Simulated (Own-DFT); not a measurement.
Simulation results for GaAs (zincblende with one plane slipped along a stacking-fault path, atoms displaced)

A calculation, not a measurement: plane-wave PBE density functional theory by an unreviewed code, no spin, of a simulated periodic cell, stress positive in tension, free energy of the whole cell less one offset for each atom, forces on such cells passed a denser k mesh, this cell's mesh not checked; offsets are fitted by least squares, one for each functional and potential file, so energies compare only between cells with the same atoms and settings and are not formation energies; the far tail of each file's local potential was reset to the Coulomb form; each entry is a single point on an unrelaxed cell, so the pressure reflects the starting lattice, mostly measured values (interpolated for alloys), from which strain is counted, and rises with the displacements; printed positions are rounded, which can move forces by about a meV/angstrom; the program, named Own-DFT, is a retired in-house code; no spin-orbit coupling. Program: Own-DFT development build.

Settings shared by all entries: functional PBE; potential files PseudoDojo norm-conserving, scalar-relativistic, standard set; wave cutoff 42 hartree; occupations Fermi-Dirac; smearing width 0.1 eV; k mesh 4 x 4 x 2 centred on Gamma.

(1) 
```cif
# cell vector a (Å): 5.6533 -5.6533 0.0000
# cell vector b (Å): 0.0000 5.6533 -5.6533
# cell vector c (Å): 11.7777 11.7777 10.3644
data_GaAs
_symmetry_space_group_name_H-M 'P 1'
_symmetry_Int_Tables_number 1
_cell_length_a 7.9950
_cell_length_b 7.9950
_cell_length_c 19.6176
_cell_angle_alpha 87.080
_cell_angle_beta 90.000
_cell_angle_gamma 120.000
_cell_volume 1084.07
loop_
_atom_site_label
_atom_site_type_symbol
_atom_site_fract_x
_atom_site_fract_y
_atom_site_fract_z
_atom_site_occupancy
Ga1 Ga 0.00493 0.00520 0.99755 1
As1 As 0.98476 0.97381 0.12624 1
Ga2 Ga 0.15674 0.31639 0.16746 1
As2 As 0.13268 0.27508 0.29287 1
Ga3 Ga 0.30876 0.11142 0.33277 1
As3 As 0.30395 0.09809 0.45824 1
Ga4 Ga 0.04131 0.08793 0.50120 1
As4 As 0.03712 0.06729 0.62469 1
Ga5 Ga 0.18933 0.38872 0.66639 1
As5 As 0.19176 0.37433 0.79006 1
Ga6 Ga 0.34826 0.19914 0.83493 1
As6 As 0.33931 0.17207 0.95619 1
Ga7 Ga 0.00176 0.50506 0.99773 1
As7 As 0.98631 0.47667 0.12439 1
Ga8 Ga 0.15498 0.80877 0.16755 1
As8 As 0.14597 0.78939 0.29038 1
Ga9 Ga 0.30702 0.60915 0.33481 1
As9 As 0.28743 0.58531 0.46004 1
Ga10 Ga 0.03759 0.58201 0.49919 1
As10 As 0.03478 0.56373 0.62678 1
Ga11 Ga 0.19757 0.88789 0.66670 1
As11 As 0.18718 0.86313 0.78956 1
Ga12 Ga 0.34602 0.69240 0.83631 1
As12 As 0.34327 0.67539 0.95606 1
Ga13 Ga 0.49593 0.99970 0.00244 1
As13 As 0.48924 0.97709 0.12375 1
Ga14 Ga 0.65230 0.30832 0.16847 1
As14 As 0.63838 0.28632 0.28989 1
Ga15 Ga 0.81116 0.11647 0.33224 1
As15 As 0.78713 0.08039 0.45804 1
Ga16 Ga 0.53379 0.07892 0.50267 1
As16 As 0.52863 0.05592 0.62433 1
Ga17 Ga 0.69556 0.38929 0.66652 1
As17 As 0.68262 0.36287 0.79476 1
Ga18 Ga 0.84651 0.19053 0.83567 1
As18 As 0.84136 0.17389 0.95837 1
Ga19 Ga 0.50070 0.50227 0.00029 1
As19 As 0.48795 0.47548 0.12498 1
Ga20 Ga 0.65001 0.80354 0.16580 1
As20 As 0.64420 0.78838 0.29220 1
Ga21 Ga 0.80004 0.60371 0.33436 1
As21 As 0.79057 0.58663 0.45881 1
Ga22 Ga 0.54616 0.58330 0.49948 1
As22 As 0.53384 0.57084 0.62417 1
Ga23 Ga 0.69819 0.89168 0.66523 1
As23 As 0.68915 0.87491 0.78810 1
Ga24 Ga 0.85024 0.69842 0.83157 1
As24 As 0.84313 0.67312 0.95651 1
_calc_free_energy_of_cell_above_offsets '-12.681'  # eV
_calc_pressure 5.66  # GPa
_calc_stress_xx -6.7  # GPa
_calc_stress_yy -6.66  # GPa
_calc_stress_zz -3.63  # GPa
_calc_stress_yz -0.67  # GPa
_calc_stress_xz -1  # GPa
_calc_stress_xy 2.16  # GPa
```

Force:
```tsv
element	x (eV/Å)	y (eV/Å)	z (eV/Å)
Ga	0.277	0.079	0.702
As	0.154	-0.088	-0.832
Ga	-0.438	-0.292	0.725
As	0.808	-0.429	-0.936
Ga	-0.092	0.358	0.22
As	-3.01	-0.169	-1.898
Ga	1.633	0.702	0.931
As	-0.025	-0.051	0.374
Ga	0.561	-0.334	-0.223
As	-0.225	0.361	0.554
Ga	-0.606	-0.678	0.006
As	0.43	0.602	0.081
Ga	0.401	-0.348	0.407
As	0.085	0.156	-0.441
Ga	-0.407	-0.265	0.067
As	0.024	0.095	0.834
Ga	-0.244	0.097	-0.053
As	-0.555	-2.529	-1.424
Ga	1.663	2.022	1.779
As	-0.736	-0.001	-0.234
Ga	-0.117	0.175	-0.151
As	0.38	0.722	-0.145
Ga	-0.218	-0.803	-0.838
As	0.375	0.824	0.445
Ga	-0.062	-0.75	-0.41
As	0.38	0.569	0.092
Ga	-0.379	-0.625	-0.058
As	0.494	-0.175	0.415
Ga	-0.534	0.736	0.578
As	-1.743	-1.255	-1.258
Ga	2.5	0.2	1.553
As	0.459	0.376	-0.218
Ga	0.005	0.314	0.176
As	-0.166	-0.23	-0.565
Ga	0.114	-0.362	-0.532
As	-0.206	0.558	0.164
Ga	0.08	-0.511	0.06
As	0.023	0.087	-0.241
Ga	0.159	0.05	0.239
As	-0.208	-0.208	0.187
Ga	0.285	0.046	-0.687
As	-1.116	-2.636	-1.86
Ga	0.246	3.098	1.475
As	-0.114	-0.268	0.653
Ga	0.137	-0.069	-0.213
As	0.041	0.308	0.742
Ga	-0.167	-0.151	0.035
As	-0.347	0.687	-0.279
```

(2) 
```cif
# cell vector a (Å): 5.6533 -5.6533 0.0000
# cell vector b (Å): 0.0000 5.6533 -5.6533
# cell vector c (Å): 11.7777 11.7777 10.3644
data_GaAs
_symmetry_space_group_name_H-M 'P 1'
_symmetry_Int_Tables_number 1
_cell_length_a 7.9950
_cell_length_b 7.9950
_cell_length_c 19.6176
_cell_angle_alpha 87.080
_cell_angle_beta 90.000
_cell_angle_gamma 120.000
_cell_volume 1084.07
loop_
_atom_site_label
_atom_site_type_symbol
_atom_site_fract_x
_atom_site_fract_y
_atom_site_fract_z
_atom_site_occupancy
Ga1 Ga 0.00432 0.00685 0.00281 1
As1 As 0.98798 0.97906 0.12489 1
Ga2 Ga 0.15336 0.30570 0.16250 1
As2 As 0.14410 0.28714 0.29257 1
Ga3 Ga 0.31047 0.11596 0.33302 1
As3 As 0.29693 0.09219 0.45982 1
Ga4 Ga 0.04535 0.08841 0.50025 1
As4 As 0.03616 0.06347 0.62627 1
Ga5 Ga 0.18429 0.37646 0.66688 1
As5 As 0.18326 0.37449 0.78934 1
Ga6 Ga 0.34307 0.19189 0.83146 1
As6 As 0.33705 0.17345 0.96143 1
Ga7 Ga 0.99730 0.50001 0.00256 1
As7 As 0.99018 0.47954 0.12601 1
Ga8 Ga 0.16053 0.81366 0.16446 1
As8 As 0.13908 0.78406 0.28924 1
Ga9 Ga 0.30113 0.60873 0.33248 1
As9 As 0.29168 0.58616 0.45868 1
Ga10 Ga 0.04194 0.58086 0.50183 1
As10 As 0.03139 0.56683 0.62492 1
Ga11 Ga 0.19437 0.88850 0.66456 1
As11 As 0.17545 0.86785 0.79375 1
Ga12 Ga 0.34980 0.69224 0.83282 1
As12 As 0.34021 0.67757 0.95803 1
Ga13 Ga 0.50084 0.00443 0.99948 1
As13 As 0.49861 0.98889 0.12714 1
Ga14 Ga 0.65940 0.30867 0.16534 1
As14 As 0.63876 0.29099 0.28849 1
Ga15 Ga 0.80587 0.10766 0.33381 1
As15 As 0.79237 0.08887 0.45801 1
Ga16 Ga 0.53684 0.07928 0.50037 1
As16 As 0.53091 0.05899 0.62581 1
Ga17 Ga 0.69671 0.38485 0.66915 1
As17 As 0.68829 0.37173 0.79044 1
Ga18 Ga 0.84648 0.19123 0.83436 1
As18 As 0.82056 0.16644 0.95944 1
Ga19 Ga 0.49566 0.49799 0.99908 1
As19 As 0.48933 0.48136 0.12316 1
Ga20 Ga 0.65384 0.80646 0.16841 1
As20 As 0.64944 0.79006 0.29340 1
Ga21 Ga 0.80888 0.60692 0.33470 1
As21 As 0.79555 0.58451 0.45856 1
Ga22 Ga 0.53535 0.58066 0.50334 1
As22 As 0.53572 0.56702 0.62539 1
Ga23 Ga 0.69404 0.89093 0.66645 1
As23 As 0.68727 0.87560 0.79413 1
Ga24 Ga 0.85234 0.70204 0.83270 1
As24 As 0.83788 0.67296 0.96072 1
_calc_free_energy_of_cell_above_offsets '-12.775'  # eV
_calc_pressure 5.66  # GPa
_calc_stress_xx -6.7  # GPa
_calc_stress_yy -6.53  # GPa
_calc_stress_zz -3.75  # GPa
_calc_stress_yz -0.36  # GPa
_calc_stress_xz -0.04  # GPa
_calc_stress_xy 1.84  # GPa
```

Force:
```tsv
element	x (eV/Å)	y (eV/Å)	z (eV/Å)
Ga	-0.808	-0.149	0.022
As	0.16	0.075	0.213
Ga	0.573	0.407	0.436
As	-0.539	-0.447	-0.066
Ga	-0.231	0.138	0.381
As	-2.081	-1.558	-1.944
Ga	0.978	1.968	1.395
As	-0.824	-0.156	0.177
Ga	0.502	0.175	-1.199
As	0.217	-0.042	0.75
Ga	0.501	0.402	-0.206
As	-0.698	-0.311	-0.557
Ga	-0.158	-0.544	-0.094
As	0.286	-0.016	-0.402
Ga	-0.05	0.047	0.245
As	0.469	0.092	-0.08
Ga	0.407	0.097	-0.352
As	-1.637	-1.778	-1.715
Ga	1.271	1.628	1.369
As	0.043	-0.287	0.65
Ga	0.634	0.405	0.37
As	0.327	-1.288	-0.46
Ga	-0.047	0.592	-0.298
As	-0.376	0.197	0.31
Ga	-0.145	0.48	0.929
As	-0.588	-0.615	0.143
Ga	-0.22	0.629	-0.264
As	0.615	-0.456	0.589
Ga	-0.033	0.503	-0.691
As	-1.112	-1.547	-1.28
Ga	2.173	0.991	1.692
As	-0.058	0.111	-0.317
Ga	-0.463	-0.063	-0.59
As	0.214	0.529	0.538
Ga	0.321	0.495	-0.515
As	1.202	-0.745	-0.811
Ga	0.364	0.012	-0.31
As	0.347	-0.021	0.069
Ga	-0.087	0.019	0.148
As	-0.513	-0.226	0.613
Ga	-0.123	0.294	-0.254
As	-2.066	-0.419	-1.236
Ga	2	0.18	0.958
As	-0.034	0.22	0.905
Ga	0.476	0.019	0.218
As	-0.661	-0.687	0.13
Ga	-0.259	0.567	0.863
As	-0.266	0.08	-0.474
```

(3) 
```cif
# cell vector a (Å): 5.6533 -5.6533 0.0000
# cell vector b (Å): 0.0000 5.6533 -5.6533
# cell vector c (Å): 11.7777 11.7777 10.3644
data_GaAs
_symmetry_space_group_name_H-M 'P 1'
_symmetry_Int_Tables_number 1
_cell_length_a 7.9950
_cell_length_b 7.9950
_cell_length_c 19.6176
_cell_angle_alpha 87.080
_cell_angle_beta 90.000
_cell_angle_gamma 120.000
_cell_volume 1084.07
loop_
_atom_site_label
_atom_site_type_symbol
_atom_site_fract_x
_atom_site_fract_y
_atom_site_fract_z
_atom_site_occupancy
Ga1 Ga 0.99063 0.98582 0.00171 1
As1 As 0.99670 0.99032 0.12556 1
Ga2 Ga 0.15239 0.30698 0.16267 1
As2 As 0.14273 0.28335 0.29537 1
Ga3 Ga 0.30709 0.11245 0.33306 1
As3 As 0.29536 0.08986 0.45841 1
Ga4 Ga 0.04560 0.08371 0.50035 1
As4 As 0.03487 0.06601 0.62583 1
Ga5 Ga 0.20237 0.40240 0.66758 1
As5 As 0.18967 0.36787 0.78969 1
Ga6 Ga 0.34903 0.19492 0.83243 1
As6 As 0.33045 0.16820 0.95867 1
Ga7 Ga 0.00491 0.50265 0.00015 1
As7 As 0.98989 0.47477 0.12687 1
Ga8 Ga 0.15319 0.80508 0.16565 1
As8 As 0.14804 0.79114 0.29145 1
Ga9 Ga 0.30442 0.60916 0.33120 1
As9 As 0.29048 0.58846 0.46029 1
Ga10 Ga 0.03529 0.58259 0.49998 1
As10 As 0.02991 0.56497 0.62288 1
Ga11 Ga 0.18709 0.87636 0.66518 1
As11 As 0.17853 0.86138 0.79107 1
Ga12 Ga 0.35047 0.69381 0.83401 1
As12 As 0.34192 0.67643 0.96101 1
Ga13 Ga 0.49515 0.99641 0.99879 1
As13 As 0.49118 0.98215 0.12384 1
Ga14 Ga 0.65698 0.30723 0.16530 1
As14 As 0.63743 0.27710 0.28904 1
Ga15 Ga 0.80790 0.10934 0.33398 1
As15 As 0.80150 0.09367 0.45681 1
Ga16 Ga 0.54261 0.08593 0.49806 1
As16 As 0.53265 0.06662 0.62437 1
Ga17 Ga 0.69892 0.39060 0.66965 1
As17 As 0.69245 0.36957 0.79215 1
Ga18 Ga 0.84765 0.19539 0.83462 1
As18 As 0.84216 0.18371 0.95595 1
Ga19 Ga 0.50018 0.50245 0.99982 1
As19 As 0.49526 0.48275 0.12603 1
Ga20 Ga 0.65265 0.80097 0.16634 1
As20 As 0.63569 0.77654 0.29263 1
Ga21 Ga 0.80533 0.61476 0.33526 1
As21 As 0.80017 0.59285 0.45945 1
Ga22 Ga 0.54171 0.57551 0.50111 1
As22 As 0.52657 0.55961 0.62462 1
Ga23 Ga 0.69416 0.88780 0.66790 1
As23 As 0.68901 0.87651 0.78993 1
Ga24 Ga 0.84886 0.68919 0.83230 1
As24 As 0.83936 0.67038 0.96084 1
_calc_free_energy_of_cell_above_offsets '-12.449'  # eV
_calc_pressure 5.73  # GPa
_calc_stress_xx -6.83  # GPa
_calc_stress_yy -6.64  # GPa
_calc_stress_zz -3.73  # GPa
_calc_stress_yz -0.21  # GPa
_calc_stress_xz -0.35  # GPa
_calc_stress_xy 2.13  # GPa
```

Force:
```tsv
element	x (eV/Å)	y (eV/Å)	z (eV/Å)
Ga	0.146	0.424	-0.939
As	-0.621	-0.442	0.891
Ga	1.313	0.528	0.357
As	-0.804	-0.7	-0.546
Ga	0.223	0.13	0.089
As	-1.657	-1.831	-1.845
Ga	1.283	2.126	1.703
As	-0.01	0.128	0.041
Ga	-0.711	-0.182	0.3
As	0.096	0.639	0.212
Ga	0.063	-0.214	0.262
As	-0.041	0.122	-0.274
Ga	0.263	0.125	0.275
As	-0.291	0.041	-0.778
Ga	0.18	0.172	-0.061
As	-0.511	-0.023	0.38
Ga	0.278	0.738	0.358
As	-0.916	-2.106	-1.753
Ga	2.851	0.394	1.784
As	-0.09	-0.201	0.702
Ga	0.646	0.487	-0.808
As	0.487	-0.25	-0.32
Ga	-0.016	0.033	-0.06
As	-0.624	-0.404	-0.146
Ga	0.624	0.137	-0.576
As	0.032	-0.238	0.237
Ga	-0.186	0.162	0.282
As	0.818	0.288	-0.215
Ga	-0.459	0.037	0.004
As	-1.605	-0.846	-1.304
Ga	2.216	0.852	1.667
As	-0.041	-0.037	0.332
Ga	-0.543	-0.059	-0.265
As	-0.44	0.318	0.354
Ga	0.197	-0.585	-0.377
As	0.158	0.062	1.136
Ga	0.182	-0.273	0.542
As	-0.525	-0.331	0.093
Ga	0.372	0.458	-0.44
As	0.26	-0.136	-0.613
Ga	-0.15	-0.712	0.19
As	-2.979	-0.661	-2.125
Ga	0.486	1.826	1.374
As	0.819	-0.254	-0.07
Ga	-0.351	-0.292	-0.626
As	0.252	0.036	0.903
Ga	0.112	0.847	-0.179
As	-0.785	-0.33	-0.145
```

(4) 
```cif
# cell vector a (Å): 5.6533 -5.6533 0.0000
# cell vector b (Å): 0.0000 5.6533 -5.6533
# cell vector c (Å): 11.7777 11.7777 10.3644
data_GaAs
_symmetry_space_group_name_H-M 'P 1'
_symmetry_Int_Tables_number 1
_cell_length_a 7.9950
_cell_length_b 7.9950
_cell_length_c 19.6176
_cell_angle_alpha 87.080
_cell_angle_beta 90.000
_cell_angle_gamma 120.000
_cell_volume 1084.07
loop_
_atom_site_label
_atom_site_type_symbol
_atom_site_fract_x
_atom_site_fract_y
_atom_site_fract_z
_atom_site_occupancy
Ga1 Ga 0.99554 0.99943 0.99955 1
As1 As 0.98943 0.97559 0.12742 1
Ga2 Ga 0.15341 0.30893 0.16941 1
As2 As 0.14858 0.29682 0.29068 1
Ga3 Ga 0.30568 0.11196 0.33599 1
As3 As 0.29474 0.09228 0.45722 1
Ga4 Ga 0.03545 0.08607 0.49968 1
As4 As 0.02359 0.06607 0.62340 1
Ga5 Ga 0.19027 0.38488 0.66731 1
As5 As 0.18252 0.37163 0.79473 1
Ga6 Ga 0.34663 0.19795 0.83233 1
As6 As 0.34103 0.17829 0.95764 1
Ga7 Ga 0.00509 0.50445 0.99983 1
As7 As 0.99248 0.48109 0.12177 1
Ga8 Ga 0.15357 0.81058 0.16975 1
As8 As 0.14519 0.78429 0.29122 1
Ga9 Ga 0.30783 0.61451 0.33197 1
As9 As 0.29892 0.58651 0.45991 1
Ga10 Ga 0.04858 0.58824 0.49958 1
As10 As 0.02575 0.56261 0.62670 1
Ga11 Ga 0.19139 0.89010 0.66694 1
As11 As 0.18377 0.86473 0.79326 1
Ga12 Ga 0.34843 0.69896 0.83304 1
As12 As 0.33721 0.67496 0.95720 1
Ga13 Ga 0.49908 0.99670 0.00233 1
As13 As 0.48890 0.97730 0.12214 1
Ga14 Ga 0.65531 0.30746 0.16760 1
As14 As 0.64175 0.28918 0.29241 1
Ga15 Ga 0.81077 0.12249 0.33348 1
As15 As 0.78970 0.08797 0.45857 1
Ga16 Ga 0.54071 0.08325 0.50066 1
As16 As 0.53429 0.06429 0.62730 1
Ga17 Ga 0.70990 0.39728 0.66717 1
As17 As 0.68664 0.37375 0.79380 1
Ga18 Ga 0.85152 0.19351 0.83380 1
As18 As 0.83570 0.17191 0.95797 1
Ga19 Ga 0.50113 0.50198 0.00008 1
As19 As 0.47894 0.47197 0.12609 1
Ga20 Ga 0.65213 0.80163 0.16528 1
As20 As 0.64571 0.78539 0.29289 1
Ga21 Ga 0.80351 0.61175 0.33392 1
As21 As 0.80646 0.59553 0.45738 1
Ga22 Ga 0.53681 0.58253 0.50040 1
As22 As 0.53263 0.56799 0.62382 1
Ga23 Ga 0.69889 0.88918 0.66605 1
As23 As 0.69541 0.87562 0.79350 1
Ga24 Ga 0.84711 0.70126 0.83108 1
As24 As 0.83066 0.66536 0.95665 1
_calc_stress_yy ?
_calc_stress_xx ?
```

Questions
1. Estimate the stress yy of GaAs (zincblende with one plane slipped along a stacking-fault path, atoms displaced) (entry 4).
2. Give the missing stress xx for GaAs (zincblende with one plane slipped along a stacking-fault path, atoms displaced) (entry 4).

Calculated values
1. -6.34 GPa
2. -7.08 GPa

Further results for GaAs (zincblende with one plane slipped along a stacking-fault path, atoms displaced) (entry 4):

- free energy of cell above offsets: -12.545 eV
- pressure: 5.71 GPa
- stress zz: -3.71 GPa
- stress yz: -0.54 GPa
- stress xz: -0.65 GPa
- stress xy: 2.33 GPa

Force:
```tsv
element	x (eV/Å)	y (eV/Å)	z (eV/Å)
Ga	0.329	-0.389	0.245
As	-0.211	0.107	-0.6
Ga	-0.859	-0.209	0.018
As	0.113	-0.037	0.972
Ga	-0.495	-0.266	-0.417
As	-1.222	-0.665	-1.053
Ga	2.191	0.507	1.298
As	0.653	-0.608	0.196
Ga	0.421	0.327	-0.315
As	-0.162	-0.647	-0.416
Ga	0.181	-0.071	0.236
As	-0.212	0.039	0.47
Ga	-0.54	-0.27	0.027
As	0.488	0.71	0.336
Ga	-0.334	-0.881	-0.051
As	0.128	0.66	0.132
Ga	0.617	0.281	0.061
As	-3.394	-1.005	-2.031
Ga	1.953	1.589	1.725
As	0.672	-1.046	-0.794
Ga	0.161	0.161	-0.198
As	-0.202	0.154	-0.693
Ga	0.445	-0.279	0.002
As	0.207	-0.015	0.01
Ga	-0.558	-0.337	-0.75
As	0.769	0.769	0.54
Ga	-0.287	-0.289	-0.093
As	-0.156	-0.189	0.156
Ga	-0.107	-0.217	0.251
As	-1.852	-1.825	-1.783
Ga	1.27	2.189	1.658
As	-0.283	0.091	-0.128
Ga	-0.98	1.066	0.716
As	-0.289	-0.511	0.04
Ga	-0.042	0.71	-0.225
As	0.115	0.343	-0.055
Ga	-0.127	0.176	0.227
As	0.434	-0.519	-0.406
Ga	0.033	0.286	0.199
As	-0.169	0.178	-0.615
Ga	0.323	-0.201	-0.159
As	-2.587	0.242	-1.307
Ga	3.704	-0.714	1.456
As	0.174	-0.118	0.796
Ga	-0.118	0.654	0.274
As	-1.237	0.057	-0.152
Ga	0.533	-0.168	0.647
As	0.51	0.178	-0.45
```
